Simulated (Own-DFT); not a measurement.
# Reading a pressure off an energy slope: monoclinic HfO2, 94 atoms (Hf32O62), with two O vacancies

All values are computed. Each geometry was run twice at fixed positions with Own-DFT, a retired in-house plane-wave program that no person has reviewed: with PBE, and with HSE06 (exact exchange share 0.25 at short range, screening 0.11 per bohr, Gygi-Baldereschi treatment of its divergence). Both used PseudoDojo norm-conserving files made for PBE, a cutoff of 48 hartree, the Gamma point alone, fixed occupations, a neutral cell and no spin. One k point on a cell 10.1 Å thick isn't converged, and results move with the size of the cell. The hafnium file keeps the 4f electrons in the core, and its forces lie about 75 meV/Å off all-electron values. The oxygen file's force components were 24 meV/Å off all-electron values in a glass.

Unstrained cell vectors in Å: (10.234, 0.000, 0.000); (0.000, 10.350, 0.000); (-1.696, 0.000, 10.445), volume V0 = 1106.4 Å³, from measured lattice constants. Each geometry has its own random strain of a few per cent, its own defect sites and random moves of rms u per axis. HSE06 gave the energy alone. D is its energy less that of PBE, over the lowest D shown. The PBE stress wasn't checked against mesh or cutoff.

```
run,V - V0 (Å³),u (Å),P with PBE (GPa),D (eV)
1,10.5,0.0277,1.79,0.828
2,-23.8,0.0522,11.77,0.133
3,-5.5,0.0302,5.57,0.339
4,-14.2,0.0269,7.37,0.093
5,2.0,0.0302,4.37,0.562
6,-2.2,0.0493,5.70,0.663
7,-13.7,0.0302,6.43,0.210
8,18.6,0.0287,-0.42,0.945
9,-8.1,0.0296,5.91,0.373
10,-5.0,0.0298,5.10,0.397
11,29.4,0.0305,-1.67,1.269
12,-25.0,0.0300,10.39,0.000
13,-9.7,0.0484,7.22,?
```

## Worked fit

D = 0.43 + 0.0243 (V - V0) + 109 u² eV, with an error of 0.0010 on the volume slope, 24 on the last term and a scatter of 0.05 eV. Pressure is -dE/dV, and 1 eV/Å³ is 160.2 GPa, so HSE06 changes the pressure by -3.9 ± 0.2 GPa. With the ions held to the strained lattice, the PBE pressure falls by 247 ± 11 GPa per unit of volume strain; the shape of the strain isn't fitted, so the true error is larger, and a relaxed crystal would be softer. On that slope HSE06's volume at a given pressure is about 1.6 % smaller, or 0.5 % in lengths. At u = 0 and V0 the PBE pressure is 3.4 GPa, which puts the zero-pressure volume, against the measured cell and with the defects in, at +1.4 % for PBE and -0.2 % for HSE06, each good to a few tenths of a per cent.

## The run left out

The question: what D should run 13 give?

Estimate: 0.45 eV, with rows scattering by 0.05. The calculation gave 0.460 eV.
